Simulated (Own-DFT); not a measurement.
# Response to strain: wurtzite GaN, 72 atoms (Ga36N36)

Calculated results; nothing here was measured. They come from Own-DFT, an in-house plane-wave density functional program, since retired, whose code no person has reviewed. Each row is one single-point run on a periodic cell that was not relaxed, without spin or spin-orbit coupling.

Settings of every run: PBE; PseudoDojo norm-conserving scalar-relativistic files (stringent for Ga); cutoff 96 hartree; 4 x 4 x 3 k mesh centred on Gamma; Gaussian smearing of 0.01 eV.

Known limits: forces not confirmed at this smearing and k mesh; stress not checked against mesh or cutoff.

Unstrained cell vectors in Å: (9.567, 0.000, 0.000); (-4.784, 8.285, 0.000); (0.000, 0.000, 10.370). The unstrained cell has measured lattice constants (interpolated for alloys), not those of this functional. That, the random moves and any unrelaxed bonds set the pressure at no strain. Each run strains this cell uniformly, with the atoms carried along. Every atom was also moved at random, by a Gaussian of width 0.05 Å on each axis. Strain is the symmetric tensor, in per cent. Stress is positive in tension, and the pressure is minus a third of its trace.

```
run  e_xx (%)  e_yy (%)  e_zz (%)  s_xx (GPa)  s_yy (GPa)  s_zz (GPa)  P (GPa)  E (meV/atom)
  1      0.00      0.00      2.75       -4.21       -6.20        3.21     2.40          17.8
  2      0.00      0.00     -1.25       -9.53       -6.93      -12.32     9.59          15.1
  3      0.00      0.00     -0.25       -8.33       -6.08       -8.68     7.70          17.9
  4      0.00      0.00     -1.25       -8.57       -7.25      -13.84     9.88          23.6
  5      0.00      0.00     -0.25       -7.34       -6.00       -8.63     7.33           6.6
  6      0.00      0.00      1.75       -5.48       -5.67        0.94     3.40           0.0
  7      0.00      0.00      2.75       -6.26       -3.46        3.50     2.07           7.6
  8      0.00      0.00     -0.50       -6.22       -7.90       -9.95     8.02          11.5
  9      0.00      0.00      1.75       -5.99       -4.93       -0.16     3.69           1.6
 10      0.00      0.00     -0.50       -6.43       -7.97      -10.68     8.36          23.4
 11      0.00      0.00      0.75           ?           ?           ?        ?             ?
```

E is the free energy for each atom above the lowest run shown.

## Worked fit

The change of volume is close to e_xx + e_yy + e_zz. A straight line through the runs shown gives P = 7.20 - 190 x (fractional change of volume) GPa, with an error of 6 on the slope and a scatter of 0.30 GPa. The strain isn't the same on all axes and the cell isn't cubic, so the slope belongs to this path and is not the bulk modulus.

## Withheld run

Question: what pressure should run 11 give? Its volume changes by 0.75 %.

The line gives 5.8 GPa. The calculation gave 5.56 GPa.
